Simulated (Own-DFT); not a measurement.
Simulation results for AlN (wurtzite, atoms displaced)

A calculation, not a measurement: plane-wave PBE density functional theory by an unreviewed code, no spin, of a simulated periodic cell, stress positive in tension, free energy of the whole cell less one offset for each atom, forces on such cells passed a denser k mesh, this cell's mesh not checked; offsets are fitted by least squares, one for each functional and potential file, so energies compare only between cells with the same atoms and settings and are not formation energies; the far tail of each file's local potential was reset to the Coulomb form; each entry is a single point on an unrelaxed cell, so the pressure reflects the starting lattice, mostly measured values (interpolated for alloys), from which strain is counted, and rises with the displacements; printed positions are rounded, which can move forces by about a meV/angstrom; the program, named Own-DFT, is a retired in-house code; no spin-orbit coupling. Program: Own-DFT development build.

Settings shared by all entries: functional PBE; potential files PseudoDojo norm-conserving, scalar-relativistic, standard set; wave cutoff 42 hartree; occupations Fermi-Dirac; smearing width 0.1 eV; hardware one NVIDIA H100; k mesh 2 x 2 x 2 centred on Gamma.

(1) 
```cif
# cell vector a (Å): 12.4480 0.0000 0.0000
# cell vector b (Å): -6.2240 10.7803 0.0000
# cell vector c (Å): 0.0000 0.0000 9.9640
data_AlN
_symmetry_space_group_name_H-M 'P 1'
_symmetry_Int_Tables_number 1
_cell_length_a 12.4480
_cell_length_b 12.4480
_cell_length_c 9.9640
_cell_angle_alpha 90.000
_cell_angle_beta 90.000
_cell_angle_gamma 120.000
_cell_volume 1337.10
loop_
_atom_site_label
_atom_site_type_symbol
_atom_site_fract_x
_atom_site_fract_y
_atom_site_fract_z
_atom_site_occupancy
Al1 Al 0.08316 0.16683 0.99916 1
Al2 Al 0.16627 0.08352 0.24848 1
N1 N 0.08599 0.16872 0.18923 1
N2 N 0.16347 0.08369 0.44203 1
Al3 Al 0.08441 0.16665 0.49882 1
Al4 Al 0.16718 0.08101 0.75065 1
N3 N 0.08433 0.16752 0.68972 1
N4 N 0.16399 0.08015 0.94097 1
Al5 Al 0.08166 0.41901 0.00361 1
Al6 Al 0.16542 0.33328 0.24852 1
N5 N 0.08453 0.41675 0.19079 1
N6 N 0.16643 0.33543 0.43844 1
Al7 Al 0.08636 0.42054 0.49945 1
Al8 Al 0.16722 0.33506 0.74938 1
N7 N 0.08406 0.41811 0.69009 1
N8 N 0.16901 0.33339 0.93897 1
Al9 Al 0.08171 0.66440 0.00171 1
Al10 Al 0.16548 0.58429 0.24781 1
N9 N 0.08196 0.66647 0.18906 1
N10 N 0.16665 0.58405 0.43953 1
Al11 Al 0.08298 0.66362 0.50178 1
Al12 Al 0.17043 0.58533 0.75315 1
N11 N 0.08006 0.66726 0.68863 1
N12 N 0.16367 0.58245 0.93979 1
Al13 Al 0.08452 0.91913 0.00459 1
Al14 Al 0.16797 0.83491 0.24949 1
N13 N 0.08618 0.91824 0.19225 1
N14 N 0.16190 0.83142 0.44235 1
Al15 Al 0.08176 0.91651 0.49852 1
Al16 Al 0.16858 0.83480 0.74953 1
N15 N 0.08722 0.91775 0.69022 1
N16 N 0.16363 0.83186 0.94343 1
Al17 Al 0.33280 0.16741 0.99882 1
Al18 Al 0.41579 0.08270 0.25057 1
N17 N 0.33511 0.16548 0.19234 1
N18 N 0.41849 0.08193 0.44009 1
Al19 Al 0.33471 0.16862 0.49802 1
Al20 Al 0.41834 0.08441 0.74871 1
N19 N 0.33299 0.16454 0.68908 1
N20 N 0.42105 0.08776 0.94055 1
Al21 Al 0.33413 0.41669 0.99659 1
Al22 Al 0.42005 0.33494 0.25020 1
N21 N 0.33819 0.41672 0.18867 1
N22 N 0.41291 0.33309 0.44122 1
Al23 Al 0.33624 0.41876 0.49834 1
Al24 Al 0.41200 0.33272 0.75030 1
N23 N 0.33429 0.41818 0.69103 1
N24 N 0.41956 0.33644 0.94529 1
Al25 Al 0.33387 0.66566 0.00219 1
Al26 Al 0.41579 0.58369 0.24922 1
N25 N 0.33121 0.66414 0.19001 1
N26 N 0.41681 0.58579 0.43975 1
Al27 Al 0.33501 0.66560 0.49613 1
Al28 Al 0.41666 0.58218 0.75224 1
N27 N 0.33146 0.66373 0.68977 1
N28 N 0.41678 0.58242 0.94040 1
Al29 Al 0.33090 0.91477 0.99683 1
Al30 Al 0.41493 0.83451 0.25030 1
N29 N 0.33134 0.91621 0.18867 1
N30 N 0.41679 0.83034 0.44134 1
Al31 Al 0.33070 0.91587 0.50310 1
Al32 Al 0.41386 0.82908 0.74813 1
N31 N 0.33213 0.91709 0.69184 1
N32 N 0.41805 0.83387 0.93884 1
Al33 Al 0.58352 0.16939 0.99884 1
Al34 Al 0.67147 0.08558 0.24901 1
N33 N 0.58411 0.16716 0.19253 1
N34 N 0.66729 0.08273 0.44367 1
Al35 Al 0.58487 0.16628 0.50278 1
Al36 Al 0.66374 0.08103 0.74781 1
N35 N 0.58318 0.16444 0.69239 1
N36 N 0.66894 0.08491 0.93843 1
Al37 Al 0.57883 0.41428 0.99940 1
Al38 Al 0.66646 0.33386 0.24989 1
N37 N 0.58336 0.41830 0.18742 1
N38 N 0.66977 0.33314 0.44061 1
Al39 Al 0.58519 0.41911 0.49880 1
Al40 Al 0.66575 0.33323 0.75067 1
N39 N 0.58117 0.41603 0.69015 1
N40 N 0.66695 0.33362 0.93910 1
Al41 Al 0.58165 0.66465 0.00085 1
Al42 Al 0.66506 0.58316 0.25422 1
N41 N 0.58081 0.66579 0.19103 1
N42 N 0.66747 0.58642 0.44204 1
Al43 Al 0.58420 0.66968 0.49674 1
Al44 Al 0.66611 0.58330 0.75048 1
N43 N 0.58060 0.66824 0.68906 1
N44 N 0.66713 0.58432 0.94358 1
Al45 Al 0.58323 0.91835 0.00063 1
Al46 Al 0.66676 0.83476 0.24782 1
N45 N 0.58249 0.91471 0.18867 1
N46 N 0.66588 0.83260 0.44115 1
Al47 Al 0.58290 0.91874 0.49855 1
Al48 Al 0.66493 0.83120 0.75214 1
N47 N 0.58170 0.91408 0.69203 1
N48 N 0.66722 0.83388 0.93934 1
Al49 Al 0.83299 0.16562 0.99856 1
Al50 Al 0.91665 0.08321 0.24927 1
N49 N 0.83156 0.16578 0.19209 1
N50 N 0.91438 0.07891 0.44330 1
Al51 Al 0.83564 0.17007 0.49940 1
Al52 Al 0.92016 0.08567 0.74795 1
N51 N 0.83397 0.16752 0.69194 1
N52 N 0.91594 0.08386 0.93972 1
Al53 Al 0.82992 0.41453 0.00127 1
Al54 Al 0.91666 0.33230 0.25046 1
N53 N 0.83071 0.41478 0.18983 1
N54 N 0.91745 0.33418 0.43986 1
Al55 Al 0.83148 0.41791 0.50170 1
Al56 Al 0.91488 0.33457 0.74882 1
N55 N 0.83377 0.41610 0.69166 1
N56 N 0.91622 0.33357 0.94059 1
Al57 Al 0.83228 0.66634 0.99982 1
Al58 Al 0.91693 0.58378 0.24856 1
N57 N 0.83473 0.66634 0.19322 1
N58 N 0.91695 0.58555 0.44160 1
Al59 Al 0.83478 0.66568 0.49890 1
Al60 Al 0.91512 0.58036 0.74793 1
N59 N 0.83106 0.66598 0.69389 1
N60 N 0.91658 0.58037 0.93969 1
Al61 Al 0.83404 0.91670 0.00253 1
Al62 Al 0.91402 0.83208 0.25018 1
N61 N 0.83323 0.91514 0.18942 1
N62 N 0.91811 0.83630 0.43697 1
Al63 Al 0.83301 0.91830 0.50003 1
Al64 Al 0.91541 0.83314 0.74902 1
N63 N 0.83246 0.91709 0.69077 1
N64 N 0.91840 0.83171 0.94495 1
_calc_free_energy_of_cell_above_offsets '-62.429'  # eV
_calc_pressure 3.75  # GPa
_calc_stress_xx -3.83  # GPa
_calc_stress_yy -3.68  # GPa
_calc_stress_zz -3.74  # GPa
_calc_stress_yz 0.15  # GPa
_calc_stress_xz -0.08  # GPa
_calc_stress_xy -0.02  # GPa
_calc_wall_time 364  # s
```

Force:
| element | x (eV/Å) | y (eV/Å) | z (eV/Å) |
| --- | --- | --- | --- |
| Al | -0.093 | 0.088 | -0.238 |
| Al | 0.303 | 0.191 | 0.505 |
| N | -0.575 | -0.436 | 0.093 |
| N | 1.092 | 0.023 | -0.526 |
| Al | -0.637 | 0.354 | 0.177 |
| Al | -0.398 | 0.304 | -0.333 |
| N | 0.466 | 0.106 | 0.148 |
| N | 0.33 | 0.941 | -0.001 |
| Al | 0.523 | -0.702 | -0.951 |
| Al | 1.004 | 0.384 | 0.029 |
| N | -0.531 | 0.067 | 0.113 |
| N | 0.397 | -0.18 | 0.282 |
| Al | -0.235 | -0.602 | 0.139 |
| Al | -0.213 | -0.23 | -0.147 |
| N | -0.148 | 0.075 | 0.102 |
| N | -0.664 | 0.174 | 0.346 |
| Al | -0.421 | 0.355 | -0.587 |
| Al | 0.076 | -0.144 | 0.351 |
| N | 0.236 | 0.094 | 0.453 |
| N | 0.221 | 0.183 | -0.279 |
| Al | -0.357 | 0.643 | -0.273 |
| Al | -1.173 | -0.453 | -0.734 |
| N | 1.005 | -0.135 | 0.645 |
| N | 0.819 | 0.36 | 0.599 |
| Al | 0.046 | -0.932 | -0.414 |
| Al | -0.327 | -0.458 | 0.325 |
| N | -0.686 | -0.189 | 0.154 |
| N | 0.928 | 0.133 | -0.356 |
| Al | 0.072 | 0.184 | 0.234 |
| Al | -0.675 | -0.653 | 0.37 |
| N | -0.952 | -0.381 | -0.053 |
| N | 0.39 | 0.163 | -0.44 |
| Al | 0.233 | -0.182 | 0.37 |
| Al | 0.568 | -0.083 | -0.196 |
| N | -0.563 | 0.408 | -0.253 |
| N | -0.451 | 0.215 | 0.406 |
| Al | -0.229 | -0.796 | 0.043 |
| Al | -0.193 | -0.178 | 0.329 |
| N | -0.12 | 0.565 | 0.305 |
| N | -0.831 | -0.867 | -0.185 |
| Al | -0.235 | 0.045 | 0.811 |
| Al | -0.483 | -0.483 | -0.2 |
| N | -1.083 | 0.029 | 0.183 |
| N | 1.316 | 0.365 | -0.235 |
| Al | -0.952 | 0.038 | 0.145 |
| Al | 0.954 | -0.171 | 0.006 |
| N | -0.208 | -0.212 | -0.23 |
| N | -0.895 | -1.128 | -1.296 |
| Al | -0.332 | 0.203 | -0.581 |
| Al | 0.151 | -0.395 | -0.044 |
| N | -0.101 | 0.579 | 0.207 |
| N | 0.649 | -0.619 | -0.212 |
| Al | -0.747 | 0.049 | 0.677 |
| Al | -0.158 | 0.427 | -0.498 |
| N | 0.291 | 0.231 | -0.135 |
| N | -0.246 | 0.153 | 0.119 |
| Al | 0.255 | 0.487 | 0.098 |
| Al | 0.371 | -0.282 | -0.161 |
| N | 0.454 | 0.104 | 0.105 |
| N | -0.75 | 0.745 | -0.145 |
| Al | 0.17 | -0.28 | -0.594 |
| Al | 0.243 | 0.554 | 0.066 |
| N | 0.62 | -0.088 | 0.092 |
| N | -0.42 | -0.424 | 0.272 |
| Al | 0.781 | -0.406 | 0.387 |
| Al | -1.361 | -0.758 | 0.431 |
| N | 0.027 | -0.118 | -0.287 |
| N | 0.058 | 0.459 | -0.584 |
| Al | -0.149 | -0.021 | -0.458 |
| Al | 0.926 | -0.025 | 0.323 |
| N | -0.264 | 0.661 | -0.34 |
| N | -0.619 | -0.161 | 0.414 |
| Al | 1.394 | 1.013 | 0.035 |
| Al | -0.066 | -0.151 | -0.091 |
| N | 0.47 | -0.149 | 0.929 |
| N | -1.1 | 0.05 | 0.147 |
| Al | -0.223 | -0.49 | 0.228 |
| Al | -0.008 | -0.067 | -0.227 |
| N | 0.084 | -0.051 | 0.092 |
| N | -0.573 | 0.123 | 0.194 |
| Al | 0.206 | 0.61 | -0.037 |
| Al | 0.262 | 0.283 | -0.98 |
| N | 0.423 | 0.305 | 0.162 |
| N | 0.158 | -0.523 | 0.02 |
| Al | -0.232 | -0.251 | 0.661 |
| Al | -0.529 | 0.092 | 0.075 |
| N | 0.695 | -0.591 | 0.108 |
| N | -0.252 | -0.499 | -0.487 |
| Al | 0.315 | -0.062 | -0.625 |
| Al | 0.056 | -0.498 | 0.361 |
| N | -0.322 | 0.637 | 0.501 |
| N | -0.069 | 0.7 | -0.537 |
| Al | 0.492 | -0.695 | 0.516 |
| Al | 0.069 | 0.533 | -0.415 |
| N | -0.259 | 0.171 | -0.416 |
| N | -0.063 | -0.251 | 0.778 |
| Al | -0.079 | 0.378 | -0.133 |
| Al | 0.267 | -0.119 | 0.278 |
| N | 1.028 | 0.319 | -0.422 |
| N | -0.058 | 1.486 | -0.759 |
| Al | 0.173 | -0.634 | 0.435 |
| Al | -0.641 | -0.366 | 0.159 |
| N | -0.177 | -0.019 | -0.33 |
| N | 0.497 | -0.166 | 0.257 |
| Al | 0.505 | 0.332 | -0.329 |
| Al | -0.287 | 0.337 | -0.129 |
| N | 0.498 | 0.312 | 0.362 |
| N | -0.126 | 0.424 | 0.169 |
| Al | 0.939 | 0.051 | -0.306 |
| Al | 0.942 | -0.32 | 0.341 |
| N | -0.767 | -0.108 | -0.416 |
| N | -0.007 | -0.071 | 0.245 |
| Al | 0.621 | -0.271 | 0.191 |
| Al | -0.029 | -0.333 | 0.242 |
| N | -0.698 | -0.139 | -0.239 |
| N | 0.365 | -0.772 | -0.25 |
| Al | -0.553 | 0.987 | 0.374 |
| Al | -0.101 | 0.716 | 0.615 |
| N | 0.371 | -0.044 | -0.685 |
| N | -0.521 | 0.172 | 0.194 |
| Al | -0.006 | -0.154 | -0.932 |
| Al | 0.798 | 0.22 | -0.264 |
| N | -0.292 | 0.482 | 0.355 |
| N | -0.384 | -0.696 | 0.842 |
| Al | 0.093 | -0.919 | 0.232 |
| Al | 0.491 | 0.253 | 0.453 |
| N | 0.218 | -0.057 | 0.105 |
| N | -0.506 | 0.514 | -0.534 |

(2) 
```cif
# cell vector a (Å): 12.4480 0.0000 0.0000
# cell vector b (Å): -6.2240 10.7803 0.0000
# cell vector c (Å): 0.0000 0.0000 9.9640
data_AlN
_symmetry_space_group_name_H-M 'P 1'
_symmetry_Int_Tables_number 1
_cell_length_a 12.4480
_cell_length_b 12.4480
_cell_length_c 9.9640
_cell_angle_alpha 90.000
_cell_angle_beta 90.000
_cell_angle_gamma 120.000
_cell_volume 1337.10
loop_
_atom_site_label
_atom_site_type_symbol
_atom_site_fract_x
_atom_site_fract_y
_atom_site_fract_z
_atom_site_occupancy
Al1 Al 0.08615 0.16830 0.00278 1
Al2 Al 0.16747 0.08723 0.25145 1
N1 N 0.08440 0.16807 0.18991 1
N2 N 0.16382 0.08268 0.44272 1
Al3 Al 0.08440 0.16791 0.50165 1
Al4 Al 0.16569 0.08282 0.75166 1
N3 N 0.08254 0.16557 0.69342 1
N4 N 0.16704 0.08539 0.94035 1
Al5 Al 0.08400 0.41653 0.99959 1
Al6 Al 0.16947 0.33387 0.24712 1
N5 N 0.08636 0.41927 0.19067 1
N6 N 0.16616 0.32926 0.43953 1
Al7 Al 0.08122 0.41802 0.50193 1
Al8 Al 0.16602 0.33418 0.75130 1
N7 N 0.08580 0.42003 0.68943 1
N8 N 0.16707 0.33204 0.94133 1
Al9 Al 0.08257 0.66545 0.99915 1
Al10 Al 0.16833 0.58556 0.24867 1
N9 N 0.08365 0.66677 0.18836 1
N10 N 0.16574 0.58372 0.44272 1
Al11 Al 0.08463 0.66579 0.49915 1
Al12 Al 0.16594 0.58304 0.74917 1
N11 N 0.08536 0.66776 0.69435 1
N12 N 0.16724 0.58202 0.93909 1
Al13 Al 0.08295 0.91541 0.99847 1
Al14 Al 0.16654 0.83334 0.25177 1
N13 N 0.08148 0.91486 0.19138 1
N14 N 0.16933 0.83742 0.43921 1
Al15 Al 0.08238 0.91630 0.50016 1
Al16 Al 0.16928 0.83439 0.75109 1
N15 N 0.08136 0.91561 0.68943 1
N16 N 0.16419 0.83232 0.93996 1
Al17 Al 0.33130 0.16317 0.00405 1
Al18 Al 0.41850 0.08699 0.25194 1
N17 N 0.32985 0.16610 0.19264 1
N18 N 0.41492 0.08401 0.44147 1
Al19 Al 0.33402 0.16743 0.49974 1
Al20 Al 0.41824 0.08533 0.74917 1
N19 N 0.33397 0.16623 0.69104 1
N20 N 0.41750 0.08213 0.93745 1
Al21 Al 0.33134 0.41221 0.99942 1
Al22 Al 0.41614 0.33323 0.25306 1
N21 N 0.33216 0.41860 0.19135 1
N22 N 0.41719 0.33382 0.43796 1
Al23 Al 0.33504 0.41784 0.49970 1
Al24 Al 0.41594 0.33498 0.75186 1
N23 N 0.33251 0.41666 0.68788 1
N24 N 0.41643 0.33560 0.94152 1
Al25 Al 0.33658 0.67040 0.00076 1
Al26 Al 0.41625 0.58336 0.25283 1
N25 N 0.33486 0.66881 0.19161 1
N26 N 0.42033 0.58780 0.44199 1
Al27 Al 0.33027 0.66596 0.49807 1
Al28 Al 0.41060 0.58061 0.74900 1
N27 N 0.33426 0.66618 0.69161 1
N28 N 0.41301 0.57834 0.94123 1
Al29 Al 0.33529 0.91725 0.99806 1
Al30 Al 0.41890 0.83464 0.24948 1
N29 N 0.33223 0.91493 0.19281 1
N30 N 0.41665 0.83472 0.44249 1
Al31 Al 0.33383 0.91694 0.50025 1
Al32 Al 0.41551 0.83529 0.75160 1
N31 N 0.33218 0.91641 0.69206 1
N32 N 0.41764 0.83190 0.94057 1
Al33 Al 0.58275 0.16656 0.00064 1
Al34 Al 0.66809 0.08499 0.25105 1
N33 N 0.58045 0.16373 0.18637 1
N34 N 0.66965 0.08379 0.44006 1
Al35 Al 0.58254 0.16519 0.50043 1
Al36 Al 0.66925 0.08396 0.75303 1
N35 N 0.58183 0.16474 0.69309 1
N36 N 0.66797 0.08177 0.94297 1
Al37 Al 0.58290 0.41770 0.99718 1
Al38 Al 0.66597 0.33622 0.25053 1
N37 N 0.58297 0.41485 0.19382 1
N38 N 0.66545 0.33413 0.43951 1
Al39 Al 0.58006 0.41755 0.50156 1
Al40 Al 0.66746 0.33314 0.75193 1
N39 N 0.58357 0.41608 0.69302 1
N40 N 0.66168 0.32740 0.93894 1
Al41 Al 0.58122 0.66497 0.00047 1
Al42 Al 0.66698 0.58304 0.25167 1
N41 N 0.58266 0.66490 0.19273 1
N42 N 0.66490 0.58326 0.44045 1
Al43 Al 0.58195 0.66519 0.50121 1
Al44 Al 0.66892 0.58567 0.74928 1
N43 N 0.58353 0.67090 0.69075 1
N44 N 0.66541 0.58603 0.94286 1
Al45 Al 0.58415 0.91569 0.00068 1
Al46 Al 0.66689 0.83270 0.24888 1
N45 N 0.58459 0.91527 0.19339 1
N46 N 0.66640 0.83390 0.44100 1
Al47 Al 0.58351 0.91867 0.50315 1
Al48 Al 0.66973 0.83523 0.74788 1
N47 N 0.58424 0.91736 0.69026 1
N48 N 0.66508 0.82895 0.93588 1
Al49 Al 0.83189 0.16373 0.99846 1
Al50 Al 0.91645 0.08579 0.25012 1
N49 N 0.83657 0.16938 0.19446 1
N50 N 0.91545 0.08396 0.43920 1
Al51 Al 0.83377 0.16497 0.49739 1
Al52 Al 0.91655 0.08295 0.75040 1
N51 N 0.83502 0.16648 0.68843 1
N52 N 0.91512 0.08482 0.93803 1
Al53 Al 0.83343 0.41716 0.00075 1
Al54 Al 0.91834 0.33482 0.25087 1
N53 N 0.83144 0.41724 0.18952 1
N54 N 0.91347 0.33238 0.43963 1
Al55 Al 0.83479 0.41651 0.49951 1
Al56 Al 0.91525 0.33379 0.75211 1
N55 N 0.83339 0.41481 0.68953 1
N56 N 0.91834 0.33727 0.94007 1
Al57 Al 0.83354 0.66754 0.99798 1
Al58 Al 0.91567 0.58311 0.25091 1
N57 N 0.83312 0.66839 0.19298 1
N58 N 0.91728 0.58333 0.43971 1
Al59 Al 0.83280 0.66348 0.50141 1
Al60 Al 0.91451 0.58190 0.74728 1
N59 N 0.83584 0.66542 0.69198 1
N60 N 0.91842 0.58471 0.94139 1
Al61 Al 0.83306 0.91810 0.99677 1
Al62 Al 0.91555 0.83114 0.25073 1
N61 N 0.83302 0.91817 0.19299 1
N62 N 0.91625 0.83347 0.44276 1
Al63 Al 0.83379 0.91792 0.49991 1
Al64 Al 0.91606 0.83359 0.74895 1
N63 N 0.83370 0.91509 0.68957 1
N64 N 0.91787 0.83146 0.94191 1
_calc_free_energy_of_cell_above_offsets '-62.429'  # eV
_calc_pressure 3.76  # GPa
_calc_stress_xx -3.94  # GPa
_calc_stress_yy -3.24  # GPa
_calc_stress_zz -4.1  # GPa
_calc_stress_yz 0.15  # GPa
_calc_stress_xz 0.02  # GPa
_calc_stress_xy 0.25  # GPa
_calc_wall_time 369.4  # s
```

Force:
| element | x (eV/Å) | y (eV/Å) | z (eV/Å) |
| --- | --- | --- | --- |
| Al | -0.655 | -0.469 | -0.609 |
| Al | -0.332 | -1.379 | 0.212 |
| N | -0.255 | -0.085 | 0.12 |
| N | 0.579 | 0.324 | -0.201 |
| Al | -0.381 | -0.512 | 0.081 |
| Al | 0.266 | -0.047 | -0.479 |
| N | -0.036 | 0.383 | -0.216 |
| N | 0.197 | -0.552 | 0.338 |
| Al | 0.092 | 0.3 | 0.121 |
| Al | -0.793 | 0.029 | 0.645 |
| N | -0.233 | -0.339 | 0.088 |
| N | -0.414 | 1.274 | 0.112 |
| Al | 0.668 | -0.72 | -0.643 |
| Al | 0.091 | -0.297 | -0.345 |
| N | -0.405 | -0.859 | 0.354 |
| N | -0.397 | 0.062 | -0.111 |
| Al | 0.384 | 0.16 | -0.153 |
| Al | -0.105 | -0.108 | 0.002 |
| N | -0.184 | -0.108 | 0.59 |
| N | 0.166 | -0.282 | -0.67 |
| Al | -0.581 | 0.904 | 0.466 |
| Al | 0.365 | 0.447 | 0.327 |
| N | -0.495 | -0.232 | -0.84 |
| N | 0.004 | 0.41 | 0.376 |
| Al | -0.038 | 0.289 | 0.543 |
| Al | -0.109 | 0.095 | -0.565 |
| N | 0.138 | 0.65 | -0.085 |
| N | -0.14 | -0.932 | 0.587 |
| Al | 0.025 | 0.05 | -0.096 |
| Al | -0.906 | -0.183 | -0.157 |
| N | 0.451 | 0.194 | 0.458 |
| N | 0.826 | 0.265 | 0.166 |
| Al | 0.27 | 0.574 | -0.789 |
| Al | -0.258 | -1.054 | -0.282 |
| N | 0.753 | 0.376 | -0.019 |
| N | 0.585 | 0.055 | 0.022 |
| Al | -0.593 | -0.167 | 0.261 |
| Al | -0.299 | -0.413 | -0.015 |
| N | -0.377 | 0.392 | -0.005 |
| N | -0.414 | 0.183 | 0.692 |
| Al | -0.281 | 1.001 | 0.479 |
| Al | -0.165 | 0.322 | -0.948 |
| N | 0.888 | -0.31 | -0.043 |
| N | -0.296 | -0.093 | 0.848 |
| Al | -0.532 | -0.083 | -0.4 |
| Al | 0.211 | -0.404 | -0.209 |
| N | 0.042 | -0.263 | 0.366 |
| N | 0.454 | -1.028 | 0.084 |
| Al | -0.171 | -1.374 | -0.125 |
| Al | 0.097 | 0.278 | -0.43 |
| N | 0.099 | -0.142 | 0.088 |
| N | -0.816 | -1.052 | -0.082 |
| Al | 0.769 | 0.572 | 0.598 |
| Al | 1.166 | 0.666 | 0.377 |
| N | -0.846 | 0.43 | -0.373 |
| N | 0.008 | 0.583 | -0.051 |
| Al | -0.509 | -0.377 | 0.545 |
| Al | -0.314 | 0.064 | 0.439 |
| N | 0.187 | 0.735 | -0.486 |
| N | 0.106 | -0.135 | -0.179 |
| Al | -0.171 | 0.067 | -0.004 |
| Al | 0.794 | -0.492 | -0.526 |
| N | 0.301 | 0.429 | -0.209 |
| N | -0.163 | 0.728 | 0.094 |
| Al | 0.15 | -0.662 | -0.397 |
| Al | 0.005 | -0.298 | -0.302 |
| N | 0.352 | 0.739 | 1.019 |
| N | -0.932 | 0.036 | 0.121 |
| Al | 0.183 | 0.414 | 0.057 |
| Al | -0.27 | -0.193 | -0.539 |
| N | 0.654 | 0.383 | -0.397 |
| N | -0.48 | 0.127 | -0.093 |
| Al | 0.129 | -0.105 | 0.565 |
| Al | 0.566 | -0.884 | -0.062 |
| N | -0.624 | 0.442 | -0.848 |
| N | 0.112 | -0.119 | 0.527 |
| Al | 0.901 | -0.153 | -0.093 |
| Al | -0.218 | -0.339 | -0.603 |
| N | -0.2 | 0.328 | -0.095 |
| N | 0.422 | 1.417 | 0.434 |
| Al | -0.405 | -0.051 | 0.051 |
| Al | -0.169 | -0.011 | -0.306 |
| N | -0.107 | 0.141 | -0.314 |
| N | 0.417 | -0.132 | 0.494 |
| Al | 0.253 | 1.124 | 0.063 |
| Al | -0.718 | -0.064 | 0.163 |
| N | 0.333 | -1.183 | 0.111 |
| N | 0.87 | -0.599 | -0.496 |
| Al | 0.235 | -0.247 | 0.032 |
| Al | 0.168 | -0.124 | 0.636 |
| N | -0.251 | 0.55 | -0.644 |
| N | 0.017 | -0.052 | 0.121 |
| Al | 0.352 | -0.517 | -0.608 |
| Al | -0.701 | -0.33 | -0.123 |
| N | -0.231 | 0.263 | 0.62 |
| N | -0.093 | 0.808 | 0.854 |
| Al | 0.043 | 1.129 | 0.657 |
| Al | 0.59 | -0.499 | 0.059 |
| N | -0.625 | -0.1 | -0.928 |
| N | 0.729 | 0.007 | 0.33 |
| Al | -0.189 | 0.446 | 0.347 |
| Al | 0.086 | -0.013 | -0.422 |
| N | -0.284 | 0.227 | 0.394 |
| N | 0.799 | -0.214 | 0.548 |
| Al | -0.349 | 0.02 | -0.216 |
| Al | -0.123 | 0.312 | -0.355 |
| N | 0.372 | -0.133 | 0.293 |
| N | 0.721 | 0.227 | 0.22 |
| Al | -0.782 | -0.211 | -0.146 |
| Al | 0.741 | -0.127 | -0.504 |
| N | -0.36 | 0.281 | 0.122 |
| N | 0.001 | -0.97 | 0.305 |
| Al | 0.031 | -0.276 | 0.613 |
| Al | 0.167 | 0.276 | -0.543 |
| N | 0.158 | -0.722 | -0.437 |
| N | 0.185 | -0.111 | 0.382 |
| Al | -0.4 | 0.69 | -0.327 |
| Al | 1.047 | 0.119 | 0.705 |
| N | -0.827 | 0.181 | -0.255 |
| N | -0.667 | -0.583 | -0.365 |
| Al | 0.245 | -0.522 | 0.6 |
| Al | -0.211 | 0.83 | 0.149 |
| N | 0.279 | -0.017 | -0.739 |
| N | 0.036 | -0.483 | -0.082 |
| Al | -0.148 | -0.307 | -0.411 |
| Al | 0.501 | -0.195 | 0.195 |
| N | -0.039 | 0.58 | 0.24 |
| N | -0.768 | 0.65 | -0.514 |
